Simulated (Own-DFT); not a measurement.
Hf31O64 (monoclinic hafnia with one vacancy, atoms displaced) (calculated)

Computed with Own-DFT development build. A calculation, not a measurement: plane-wave density functional theory by an unreviewed code, no spin, of a simulated periodic cell, stress positive in tension, run twice, with PBE and with PBEsol, both on files made for PBE, so the change isn't that of files made for PBEsol, defect cell not probed for a lower state with spin; a neutral cation vacancy leaves holes that likely carry spin, which this run leaves out; hafnium file: forces about 75 meV/angstrom off all-electron values; oxygen file: force components 24 meV/angstrom off all-electron in one glass; forces on such cells passed a denser k mesh, this cell's mesh not checked; the far tail of each file's local potential was reset to the Coulomb form; each entry is a single point on an unrelaxed cell, so the pressure reflects the starting lattice, mostly measured values (interpolated for alloys), from which strain is counted, and rises with the displacements; printed positions are rounded, which can move forces by about a meV/angstrom; the program, named Own-DFT, is a retired in-house code; no spin-orbit coupling; stress was not checked against mesh or cutoff.

Common to all runs: functional PBE, then PBEsol; potential files PseudoDojo norm-conserving, scalar-relativistic, standard set; wave cutoff 72 hartree; occupations Fermi-Dirac; smearing width 0.1 eV; k mesh 2 x 2 x 2 centred on Gamma.

(1) 
```xyz
95
Lattice="10.2340 0.0000 0.0000 0.0000 10.3500 0.0000 -1.6955 0.0000 10.4453" Properties=species:S:1:pos:R:3:PBE_force_x:R:1:PBE_force_y:R:1:PBE_force_z:R:1:PBEsol_force_x:R:1:PBEsol_force_y:R:1:PBEsol_force_z:R:1 formula=Hf31O64 PBE_pressure=9.31 PBE_stress_xx=-10.18 PBE_stress_yy=-9.26 PBE_stress_zz=-8.49 PBE_stress_yz=-0.64 PBE_stress_xz=-0.83 PBE_stress_xy=0.23 PBEsol_pressure=2.96 PBEsol_stress_xx=-3.8 PBEsol_stress_yy=-2.97 PBEsol_stress_zz=-2.13 PBEsol_stress_yz=-0.63 PBEsol_stress_xz=-0.48 PBEsol_stress_xy=0.24 rms_change_of_force_components_from_PBE_to_PBEsol=0.068
Hf     1.1879     0.2393     1.0879     -0.798     -2.085      1.017     -0.819      -1.98      0.952
Hf     3.5317     2.8737     1.5858      1.079     -2.727     -3.217      1.111     -2.617     -3.129
Hf     3.1727     4.8435     4.0247     -4.423      6.477      5.274     -4.343      6.298      5.255
Hf     0.8984     2.4518     3.5897     -3.038     -1.351      2.539     -2.942     -1.363      2.435
O      0.0353     1.6679     1.7093      0.157      1.309      1.969      0.189      1.273      1.964
O      4.5519     4.3950     0.6936      1.091     -1.119      4.134      1.036      -1.07      3.998
O      4.2281     3.4751     3.3722      0.312     -1.329     -1.498      0.288     -1.314     -1.514
O     -0.3921     0.7562     4.3960      2.908      2.444     -0.245      2.837      2.332     -0.158
O      1.7764     4.0261     2.4759      2.179     -3.028      1.437      2.169     -2.966       1.41
O      2.8083     1.3567     0.0990      0.828      1.112      1.569      0.757      1.063      1.481
O      2.3139     1.2235     2.8957      0.734      2.207     -2.896      0.638       2.17       -2.8
O      1.5106     3.9351     5.1223      0.199     -2.104     -2.186      0.255     -2.024     -2.137
Hf     0.3985     0.1353     6.1802     -0.891      0.354      1.938      -0.83      0.414      1.837
Hf     2.6833     2.8293     6.8551      0.208     -1.014     -1.447      0.231     -0.978      -1.34
Hf     2.2097     5.0905     9.4821      0.929     -1.659      -6.59      0.903     -1.642     -6.376
Hf     0.0709     2.4068     9.0020     -2.655       -0.7     -3.252     -2.571     -0.734     -3.195
O     -0.7244     1.7130     7.0584      0.042     -0.506     -0.085      0.045     -0.462     -0.047
O      3.7413     4.4123     5.9708       0.57     -1.593      0.027      0.555     -1.524     -0.055
O      3.3782     3.4308     8.6435     -1.438      1.583      0.661     -1.398      1.511      0.564
O     -1.1282     0.8551     9.7360      -0.15      0.605     -1.822     -0.124      0.579     -1.698
O      1.0427     3.9571     7.6502      0.331      -1.29      2.203       0.36     -1.264      2.129
O      1.8795     1.2840     5.4111      0.505      1.047     -1.128      0.429      0.977     -1.111
O      1.6062     1.2729     7.9169     -0.575     -0.027      1.379     -0.606     -0.002       1.38
O      0.6174     3.9220    10.2442      0.014     -0.174      1.636      0.056     -0.155       1.61
Hf     1.2958     5.2625     1.0904     -4.345      3.313     -1.385     -4.229      3.242     -1.347
Hf     3.5606     7.8618     1.4000     -2.828      5.293       3.37     -2.776      5.216       3.32
Hf     3.0805    10.2180     4.1318      2.641     -2.753      2.382      2.558      -2.71      2.392
Hf     0.9407     7.5630     3.7105     -2.397     -0.078      0.348     -2.293     -0.134      0.287
O      0.0859     6.9113     1.9651     -1.474     -0.935     -3.004     -1.421     -0.878     -2.873
O      4.7751     9.4830     0.6978     -5.535     -4.478     -0.133     -5.416     -4.344      -0.18
O      4.2524     8.5533     3.3194      -0.06     -0.056     -0.056     -0.065     -0.095     -0.127
O     -0.3735     5.9804     4.3891      0.499       0.86      0.245      0.463      0.803      0.269
O      1.8816     9.0643     2.4678      0.638      0.251     -0.271      0.659      0.225     -0.249
O      3.0161     6.4952     0.1002     -2.411     -0.044     -0.373     -2.371     -0.069     -0.358
O      2.1677     6.4612     2.6623      4.741     -2.157      -1.15      4.543     -2.104     -1.145
O      1.5297     8.9725     5.0031     -0.313      1.288      1.549     -0.257       1.28      1.505
Hf     0.3722     5.2684     6.3257      2.205      2.426     -0.787      2.163      2.379     -0.777
Hf     2.6028     7.9855     6.7974      1.218     -0.546     -2.299      1.195     -0.493     -2.206
Hf     2.1404    10.2947     9.4266      1.602     -1.503     -2.691      1.553     -1.478     -2.589
Hf    -0.0508     7.4928     8.9606     -1.067       1.67      -2.21     -1.049      1.591     -2.217
O     -0.8061     6.8013     7.0595       1.46      -0.09      0.702      1.418     -0.071       0.73
O      3.7102     9.5426     6.0395     -0.755     -0.398       -0.4     -0.897     -0.441     -0.467
O      3.4108     8.6567     8.5329     -1.859       1.71      2.316     -1.795      1.611      2.217
O     -1.2532     6.0109     9.6412      1.742      0.898      1.077      1.713       0.86      1.063
O      1.0488     9.0374     7.7048     -0.929      0.755        0.5     -0.837      0.714      0.474
O      2.0711     6.4078     5.3106     -0.675      1.239     -0.886     -0.718      1.209     -0.864
O      1.6190     6.4305     7.7860     -1.325     -0.403      2.924     -1.349      -0.37      2.849
O      0.6698     9.0466    10.3966      0.209     -1.061      -0.96       0.28     -1.029     -0.935
Hf     6.2274     0.1163     1.0070      7.126      3.336       2.67      6.971       3.29      2.558
Hf     8.4290     2.8194     1.6723     -0.356     -3.029     -4.652      -0.32      -2.87     -4.516
Hf     8.2220     5.0543     4.0949      0.552     -1.405       0.51      0.537     -1.416      0.526
Hf     5.8523     2.5080     3.8299      3.515     -6.425      0.613      3.462     -6.341      0.582
O      5.2255     1.7172     1.6753     -2.855      2.735      1.372     -2.811      2.689      1.362
O      9.7289     4.1234     0.8803      1.496      2.229     -0.891      1.459      2.186     -0.877
O      9.2879     3.4159     3.2859      0.885      1.131      3.345      0.851      1.102      3.181
O      4.7742     0.9018     4.5793     -0.449      2.008     -2.146     -0.492      1.996     -2.164
O      7.0169     4.0537     2.4059     -1.591      0.852      1.899      -1.48      0.837      1.844
O      6.3003     1.2654    10.4357     -0.258      1.618      1.252     -0.288      1.531      1.186
O      7.3364     1.2326     2.8160       0.48      2.455     -0.414      0.423      2.413     -0.383
O      6.6909     3.9256     5.0543     -0.591     -0.939       0.32     -0.548     -0.907      0.308
Hf     7.7414     2.7373     6.7001      0.064     -1.441      0.557      0.044     -1.403      0.589
Hf     7.2821     4.9236     9.3691     -1.295     -1.039     -0.245     -1.263     -1.062     -0.265
Hf     5.1011     2.3890     8.7789      1.124     -1.096      1.993        1.1     -1.101      1.878
O      4.3477     1.6800     7.1104     -1.864      0.776     -1.332     -1.889      0.919     -1.162
O      8.9519     4.3303     6.1606     -1.972     -0.651     -1.941     -1.905     -0.611     -1.924
O      8.4487     3.5308     8.6132      1.421     -1.384      0.322      1.362     -1.339      0.281
O      4.0125     0.8663     9.6734     -2.409      -0.17     -1.397     -2.367     -0.202     -1.301
O      6.1182     3.9055     7.7479      0.329      0.592     -1.176      0.376      0.568     -1.138
O      7.1683     1.2254     5.2867      0.234      2.763      0.514      0.253      2.754      0.459
O      6.6090     1.3908     7.7750      1.868     -0.799      1.451      1.804     -0.676      1.471
O      5.6294     3.8525    10.3089      0.614      0.566      0.687      0.675      0.567      0.654
Hf     6.3096     5.5624     1.1832      4.331     -5.639      -4.94      4.279     -5.483      -4.86
Hf     8.5523     7.8899     1.3662      2.538      4.016      3.001       2.45      3.975      2.984
Hf     8.2363    10.1101     4.1459      -5.48      0.118     -0.237     -5.376      0.051     -0.207
Hf     6.0070     7.3291     3.6641     -1.701      7.109      3.087     -1.651       6.91      3.019
O      5.1849     6.8561     1.7963     -1.446      1.163      0.862     -1.404       1.15       0.87
O      9.6471     9.5266     0.8763      1.337     -0.043     -0.784      1.301     -0.028     -0.827
O      9.1163     8.6373     3.3810      3.435     -3.207     -0.709       3.32     -3.117     -0.741
O      4.8488     5.9915     4.5503     -2.304     -0.548     -3.612     -2.217     -0.574     -3.489
O      7.0360     9.2425     2.5350     -1.008     -2.237     -1.356     -0.906     -2.178     -1.339
O      7.9368     6.5449     0.0757     -0.874     -1.178     -0.032      -0.93     -1.133       0.01
O      7.5375     6.5873     2.6305      0.056     -2.391      0.907     -0.027     -2.328      0.876
O      6.6290     8.9850     5.1210      -0.39     -2.162     -1.183     -0.222     -2.186     -1.204
Hf     5.5476     5.3342     6.3080     -1.467      0.424      3.816     -1.405      0.463      3.678
Hf     7.7800     7.7601     6.6430     -2.973      2.661      2.061     -2.903      2.619      2.026
Hf     7.2740    10.2160     9.3602     -0.502      0.279      -1.51     -0.524      0.231     -1.405
Hf     4.9505     7.6257     9.0258      3.199      1.576     -3.994      3.099      1.531     -3.954
O      4.3267     6.9132     7.1036      1.172     -1.065     -0.272       1.13     -1.014     -0.207
O      8.8062     9.2151     5.9459      3.543      2.435      0.042      3.424      2.391     -0.017
O      8.3801     8.7117     8.5745      1.771     -1.662      0.422      1.724      -1.65      0.381
O      3.9782     6.0755     9.6082     -1.473     -1.282      1.693     -1.457     -1.249      1.723
O      6.0447     9.1360     7.6978      1.077     -1.228      1.003       1.13     -1.283      1.091
O      6.8907     6.4316     5.3473      3.616      0.179     -1.825      3.472      0.158      -1.79
O      6.8170     6.3383     7.8862     -1.177     -0.073      0.654     -1.164     -0.101      0.617
O      5.7440     9.0960    10.3537     -0.446     -1.562      -0.63     -0.392     -1.515     -0.611
```

Units: PBE_pressure, PBE_stress_xx, PBE_stress_yy, PBE_stress_zz, PBE_stress_yz, PBE_stress_xz, PBE_stress_xy, PBEsol_pressure, PBEsol_stress_xx, PBEsol_stress_yy, PBEsol_stress_zz, PBEsol_stress_yz, PBEsol_stress_xz, PBEsol_stress_xy in GPa; rms_change_of_force_components_from_PBE_to_PBEsol, PBE_force_x, PBE_force_y, PBE_force_z, PBEsol_force_x, PBEsol_force_y, PBEsol_force_z in eV/Å.

(2) 
```xyz
95
Lattice="10.2340 0.0000 0.0000 0.0000 10.3500 0.0000 -1.6955 0.0000 10.4453" Properties=species:S:1:pos:R:3:PBE_force_x:R:1:PBE_force_y:R:1:PBE_force_z:R:1:PBEsol_force_x:R:1:PBEsol_force_y:R:1:PBEsol_force_z:R:1 formula=Hf31O64 PBE_pressure=9.36 PBE_stress_xx=-10.3 PBE_stress_yy=-9 PBE_stress_zz=-8.78 PBE_stress_yz=0.43 PBE_stress_xz=-1.93 PBE_stress_xy=1.35 PBEsol_pressure=3.01 PBEsol_stress_xx=-3.93 PBEsol_stress_yy=-2.7 PBEsol_stress_zz=-2.39 PBEsol_stress_yz=0.46 PBEsol_stress_xz=-1.53 PBEsol_stress_xy=1.28 rms_change_of_force_components_from_PBE_to_PBEsol=0.065
Hf     1.3932     0.1344     1.0988     -2.183     -0.024     -1.741     -2.121      0.003     -1.684
Hf     3.5422     2.7231     1.5926     -2.812      3.052     -2.187     -2.755      3.038      -2.15
Hf     3.0621     5.0182     3.9643      -1.13     -0.173      2.217     -1.108     -0.205      2.196
Hf     0.8917     2.2601     3.5912     -0.007      2.976     -0.175      0.003      2.874     -0.187
O      0.0803     1.6852     1.7689      0.587     -0.554     -0.351      0.588     -0.516     -0.272
O      4.5429     4.1525     0.6682      1.297       0.74      2.303      1.201      0.705      2.192
O      4.1627     3.3178     3.5419     -0.917      1.197     -0.601      -0.89      1.156     -0.665
O     -0.3220     0.9576     4.3117      0.734     -0.186      1.516       0.72     -0.197      1.487
O      1.8622     3.8398     2.3561      0.142     -0.143      1.028      0.194     -0.152      0.998
O      2.8177     1.5608     0.0785     -0.058     -3.036      0.167     -0.114     -2.949      0.186
O      2.4207     1.1413     2.6192      0.468      0.925      1.213      0.375      0.904      1.193
O      1.3983     3.7715     4.9699      0.307      1.332      0.864      0.337       1.31      0.849
Hf     0.4171     0.2187     6.3434      0.612     -1.483      0.016      0.602     -1.436      0.007
Hf     2.5532     2.8580     6.7881      1.655       -0.3     -0.739      1.611     -0.212     -0.701
Hf     2.2222     4.9877     9.3158     -2.224     -2.463      2.072     -2.198     -2.454      2.062
Hf    -0.0583     2.4648     8.8658      3.197      -2.05      3.175      3.148     -2.042      3.076
O     -0.7346     1.7609     7.1477     -1.426     -0.119     -2.994     -1.383     -0.082     -2.866
O      3.7568     4.2787     6.0597     -0.482      -0.26      0.104     -0.494     -0.265      0.087
O      3.2729     3.4273     8.7021       1.25      -1.37     -1.512      1.226     -1.339     -1.533
O     -1.2279     0.7826     9.6094      1.169      0.846      0.016      1.111      0.803      0.055
O      1.1115     3.9632     7.8131     -1.218       -0.9     -2.427     -1.109     -0.915     -2.351
O      1.9317     1.4454     5.3421      0.594     -1.472     -0.426      0.507     -1.421     -0.426
O      1.4333     1.2050     8.0019      1.464       0.17      -0.78      1.364      0.162      -0.76
O      0.5771     3.8442    10.3604     -0.798      1.494     -0.612     -0.735      1.469     -0.605
Hf     1.2147     5.3439     1.0146      1.448      0.998       1.97      1.439      0.988      1.887
Hf     3.4541     8.0023     1.5050     -3.791     -3.541      1.207     -3.723     -3.398      1.158
Hf     3.0449    10.1560     4.0624     -0.987     -2.192      2.112     -1.003     -2.206      2.067
O      0.0296     6.9416     1.9159     -0.161     -1.271     -1.595     -0.222      -1.24     -1.617
O      4.5623     9.2738     0.7270      3.726       4.13     -0.263      3.611      4.043     -0.296
O      4.1849     8.5306     3.5399     -1.267      1.496     -1.223     -1.222      1.464      -1.25
O     -0.3730     5.9285     4.3799      2.037       1.17      0.003       1.91      0.977      0.126
O      1.9322     9.1116     2.4995       1.38       0.45     -0.762      1.492       0.53     -0.818
O      1.2167     6.5544    10.3797     -0.712     -0.082      3.933     -0.752     -0.069      3.794
O      2.3416     6.3685     2.6769      1.249     -0.455     -1.467       1.25      -0.53     -1.463
O      1.4505     9.0377     5.0421       1.24      1.718      1.517       1.33       1.79      1.561
Hf     0.4467     5.3277     6.1010     -0.828       1.45       1.16     -0.824      1.445      1.048
Hf     2.5894     7.9243     6.7697       -0.9      0.336     -1.825     -0.877      0.389     -1.755
Hf     2.2977    10.1982     9.3353     -2.629      0.509      0.096     -2.575      0.422      0.096
Hf    -0.0369     7.5240     8.9526      0.188      0.692     -1.151      0.221      0.628     -1.131
O     -0.9050     6.8429     7.0061      1.885     -1.134      -0.26      1.813     -1.066     -0.218
O      3.8197     9.4779     6.1021     -2.218     -1.402     -0.395     -2.136     -1.357     -0.419
O      3.1450     8.6462     8.6011      4.383     -1.937      0.793      4.239     -1.883      0.726
O     -1.1629     6.0285     9.6767     -2.228     -0.868     -0.159     -2.143     -0.879     -0.094
O      1.0482     9.0751     7.8067     -0.726      0.342      -1.74      -0.64      0.335     -1.691
O      1.9130     6.5373     5.4063       0.96     -1.093      0.424      0.916     -1.118      0.505
O      1.4077     6.3302     8.1986      0.201      2.357     -5.183      0.149      2.312     -4.997
O      0.6360     8.9153    10.3241     -0.274      2.092      0.697     -0.208      2.032      0.696
Hf     6.3246     0.1949     1.1288      1.918      0.511     -0.662      1.943      0.548     -0.668
Hf     8.6495     2.8306     1.4556     -2.541     -2.644      1.107     -2.492     -2.515      1.131
Hf     8.3284     4.9625     4.0477     -4.414      0.172      0.439     -4.277      0.128      0.476
Hf     5.8717     2.2522     3.5960      3.086      2.943      4.879      2.995      2.819      4.777
O      5.1985     1.8184     1.8696      1.298     -3.614     -2.684      1.271     -3.513     -2.559
O      9.6166     4.2973     0.7366      2.489      1.904     -0.184      2.412      1.854     -0.256
O      9.2779     3.4582     3.3181      2.523     -1.725      0.128      2.437     -1.684      0.057
O      4.8542     0.8710     4.5374     -2.447     -1.219     -2.155     -2.362     -1.193     -2.089
O      7.1233     3.9113     2.4253     -1.251      0.889      -0.15      -1.12      0.872     -0.172
O      7.9395     1.2462     0.1183     -0.272      0.676      0.644     -0.316      0.635      0.631
O      7.5172     1.2338     2.7406     -0.313      0.363     -1.501     -0.375      0.339     -1.453
O      6.5575     3.8260     5.0641      0.224      0.359      0.327      0.278      0.346      0.358
Hf     5.4725     0.0654     6.3505      0.709      4.423     -2.989      0.664      4.349     -2.948
Hf     7.7596     2.8075     6.7127     -1.367     -0.887     -0.981     -1.332     -0.834     -0.954
Hf     7.2940     4.8421     9.3755     -0.243       1.45     -0.605     -0.216      1.324     -0.504
Hf     5.0227     2.4441     8.8532        0.4     -0.041      1.604      0.387     -0.105      1.527
O      4.4773     1.6533     7.0893     -3.278      1.354     -0.497     -3.156      1.335     -0.415
O      8.8271     4.3706     6.0306      0.182      -0.96      0.484      0.162     -0.937      0.398
O      8.5720     3.4255     8.6964     -4.223       2.44     -0.531     -4.134      2.378     -0.554
O      3.9315     0.9893     9.7296     -1.151     -1.583      0.358     -1.127      -1.57       0.38
O      5.9955     4.0271     7.7061      2.329     -1.119      1.773      2.318     -1.091      1.729
O      7.0562     1.4299     5.2488      1.592     -0.594      1.417      1.503     -0.559      1.364
O      6.5680     1.3953     8.0188      2.527     -0.618     -0.351      2.404     -0.603     -0.333
O      5.6623     3.8921    10.3779      0.924     -0.299     -1.559      0.996     -0.278     -1.532
Hf     6.4524     5.5845     1.1507      0.332     -5.643     -0.699       0.38     -5.448     -0.712
Hf     8.5691     8.0420     1.5570      1.826      0.257      1.793      1.775      0.286      1.774
Hf     8.3510    10.2669     4.0726     -3.034     -2.468      1.544     -2.956     -2.468      1.511
Hf     5.8351     7.6036     3.6483      3.028     -1.041      2.631      2.965     -1.039      2.549
O      5.3054     6.9270     1.6978     -3.243      2.576      1.616     -3.141      2.536      1.625
O      9.7998     9.4531     0.8223      0.583      0.375     -0.197       0.55      0.384      -0.23
O      9.2984     8.6320     3.4875     -0.371       0.21     -0.599     -0.516      0.314     -0.683
O      4.6736     6.0644     4.5849      0.793      0.787     -2.136      0.769       0.74     -2.054
O      7.0432     9.1851     2.5301     -1.038     -0.655     -0.489     -0.955     -0.645     -0.511
O      7.9020     6.6071     0.2061      0.332     -0.745     -2.505      0.224     -0.726     -2.409
O      7.4617     6.5221     2.7389      0.573     -0.553      0.264      0.498      -0.54      0.213
O      6.5843     9.0155     5.1353      0.116     -0.272     -1.078      0.131     -0.275     -1.022
Hf     5.6457     5.3935     6.3321     -1.791     -0.325     -3.264     -1.752     -0.259     -3.183
Hf     7.6776     7.9012     6.7187      1.831       2.39      -1.36      1.768      2.334      -1.29
Hf     7.3209    10.1839     9.3198       0.53     -0.065      0.251      0.515     -0.063      0.299
Hf     5.0664     7.5297     8.9137     -1.558     -0.271      0.274     -1.495      -0.35      0.228
O      4.2931     6.7128     7.0636     -1.752      2.032      1.379     -1.675      2.015      1.379
O      8.9499     9.5879     6.0743     -0.623     -0.001     -0.344     -0.574      0.037     -0.393
O      8.5212     8.5346     8.5331     -1.867      1.606      1.381     -1.817      1.538      1.291
O      3.8022     5.9169     9.7320      4.713       3.95     -0.791      4.604       3.85     -0.721
O      6.2016     9.2519     7.5780        1.1     -3.855      5.063      1.133     -3.777      4.924
O      7.1494     6.5405     5.3442     -0.901     -1.107     -1.052      -0.94      -1.08      -0.97
O      6.4945     6.5988     7.7765      1.349     -0.952      3.216      1.237     -0.898      3.085
O      5.8409     9.0488    10.3741     -1.827     -0.376     -1.246     -1.716     -0.358      -1.19
```

Units: PBE_pressure, PBE_stress_xx, PBE_stress_yy, PBE_stress_zz, PBE_stress_yz, PBE_stress_xz, PBE_stress_xy, PBEsol_pressure, PBEsol_stress_xx, PBEsol_stress_yy, PBEsol_stress_zz, PBEsol_stress_yz, PBEsol_stress_xz, PBEsol_stress_xy in GPa; rms_change_of_force_components_from_PBE_to_PBEsol, PBE_force_x, PBE_force_y, PBE_force_z, PBEsol_force_x, PBEsol_force_y, PBEsol_force_z in eV/Å.
